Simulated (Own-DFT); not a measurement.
# Point defects and the pressure they add: zincblende GaAs

Everything here is calculated. The program is Own-DFT (plane waves, in-house, since retired, never reviewed by a person); positions were held fixed, and spin and spin-orbit coupling were off.

Method: PBE; PseudoDojo norm-conserving scalar-relativistic files; cutoff 42 hartree; 3 x 3 x 3 k mesh centred on Gamma; Fermi-Dirac smearing of 0.1 eV.

Limits (not all hold for every row): not probed for a lower state with spin; forces not confirmed at this smearing and k mesh; stress not checked against mesh or cutoff.

All runs share one cell, with vectors in Å (10.862, 0.000, 0.000); (0.000, 10.862, 0.000); (0.000, 0.000, 11.796) and a volume of 1391.7 Å³, strained against the parent crystal. Atoms were moved at random from their sites; u is the rms move along one axis. The defect's site can differ from row to row.

| cell | formula | u (Å) | P (GPa) |
|---|---|---|---|
| no defect | As32Ga32 | 0.0299 | 6.64 |
| no defect | As32Ga32 | 0.0476 | 7.08 |
| no defect | As32Ga32 | 0.0487 | 6.94 |
| one As vacancy and one Ga vacancy | As31Ga31 | 0.0285 | ? |
| one As vacancy and one Ga vacancy | As31Ga31 | 0.0307 | 5.99 |
| one As vacancy and one Ga vacancy | As31Ga31 | 0.0464 | 6.28 |
| one As vacancy and one Ga vacancy | As31Ga31 | 0.0482 | 6.27 |
| one P on an As site | As31Ga32P | 0.0299 | 6.40 |
| one P on an As site | As31Ga32P | 0.0315 | 6.39 |
| one P on an As site | As31Ga32P | 0.0469 | 6.69 |
| one In on a Ga site | As32Ga31In | 0.0322 | 7.42 |
| one In on a Ga site | As32Ga31In | 0.0330 | 7.45 |
| one In on a Ga site | As32Ga31In | 0.0334 | 7.48 |
| one Al on a Ga site | AlAs32Ga31 | 0.0258 | 6.62 |
| one Al on a Ga site | AlAs32Ga31 | 0.0492 | 7.07 |
| one Al on a Ga site | AlAs32Ga31 | 0.0519 | 7.07 |

## Working it out

P = P0 + c u² + a shift for each defect gives P0 = 6.46 GPa, c = 234 ± 19 GPa/Å² and a scatter of 0.05 GPa. The shifts, and each times the cell's volume:

- one In on a Ga site: 0.74 ± 0.04 GPa, 6.5 eV
- one Al on a Ga site: 0.01 ± 0.04 GPa, 0.1 eV (not resolved)
- one P on an As site: -0.28 ± 0.04 GPa, -2.4 eV
- one As vacancy and one Ga vacancy: -0.70 ± 0.04 GPa, -6.1 eV

A positive shift means that the defect pushes the cell outwards. Shift times volume (160.2 GPa Å³ is 1 eV) depends little on the cell's size, so, taken for each site, it can be compared between cells at like pressure. The atoms around the defects weren't relaxed, which would change these numbers.

## Prediction

Question: what pressure belongs in the blank (one As vacancy and one Ga vacancy, u = 0.0285 Å)?

Estimate: 5.95 ± 0.06 GPa. The run itself gave 5.85 GPa.
